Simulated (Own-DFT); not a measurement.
# Response to strain: diamond-structure GeSn with randomly placed atoms, 64 atoms (Ge60Sn4)

Calculated results; nothing here was measured. They come from Own-DFT, an in-house plane-wave density functional program, since retired, whose code no person has reviewed. Each row is one single-point run on a periodic cell that was not relaxed, without spin or spin-orbit coupling.

Settings of every run: PBE; PseudoDojo norm-conserving scalar-relativistic files; cutoff 49 hartree; 3 x 3 x 3 k mesh centred on Gamma; Fermi-Dirac smearing of 0.1 eV.

Known limits: forces on such cells moved up to 12 meV/angstrom on a denser k mesh; stress not checked against mesh or cutoff.

Unstrained cell vectors in Å: (11.420, 0.000, 0.000); (0.000, 11.420, 0.000); (0.000, 0.000, 11.420). The unstrained cell has measured lattice constants (interpolated for alloys), not those of this functional. That, the random moves and any unrelaxed bonds set the pressure at no strain. Each run strains this cell uniformly, with the atoms carried along. Every atom was also moved at random, by a Gaussian of width 0.05 Å on each axis. The random placing of the alloy's atoms differs from row to row. Strain is the symmetric tensor, in per cent. Stress is positive in tension, and the pressure is minus a third of its trace.

| run | e_xx (%) | e_yy (%) | e_zz (%) | s_xx (GPa) | s_yy (GPa) | s_zz (GPa) | P (GPa) | E (meV/atom) |
|---|---|---|---|---|---|---|---|---|
| 1 | -3.00 | -3.00 | 0.00 | -10.77 | -10.94 | -8.86 | 10.19 | 89.0 |
| 2 | 1.25 | 1.25 | 0.00 | -2.88 | -2.75 | -3.53 | 3.05 | 9.8 |
| 3 | 2.50 | 2.50 | 0.00 | -1.03 | -1.04 | -2.33 | 1.47 | 5.0 |
| 4 | 0.25 | 0.25 | 0.00 | -4.54 | -4.64 | -4.69 | 4.62 | 30.3 |
| 5 | -2.75 | -2.75 | 0.00 | -10.34 | -10.47 | -8.61 | 9.81 | 91.4 |
| 6 | 1.75 | 1.75 | 0.00 | -2.03 | -1.99 | -2.90 | 2.31 | 0.0 |
| 7 | 3.00 | 3.00 | 0.00 | -0.38 | -0.50 | -2.12 | 1.00 | 11.8 |
| 8 | 1.50 | 1.50 | 0.00 | -2.38 | -2.49 | -3.27 | 2.71 | 7.4 |
| 9 | -0.25 | -0.25 | 0.00 | ? | ? | ? | ? | ? |

E is the free energy for each atom above the lowest run shown.

## Worked fit

The change of volume is close to e_xx + e_yy + e_zz. A straight line through the runs shown gives P = 5.33 - 80 x (fractional change of volume) GPa, with an error of 3 on the slope and a scatter of 0.32 GPa. The strain isn't the same on all axes, but the crystal is cubic, so the slope still estimates the bulk modulus, averaged over pressures from 1.0 to 10.2 GPa.

## Withheld run

Question: what pressure should run 9 give? Its volume changes by -0.50 %.

The line gives 5.7 GPa. The calculation gave 5.15 GPa.
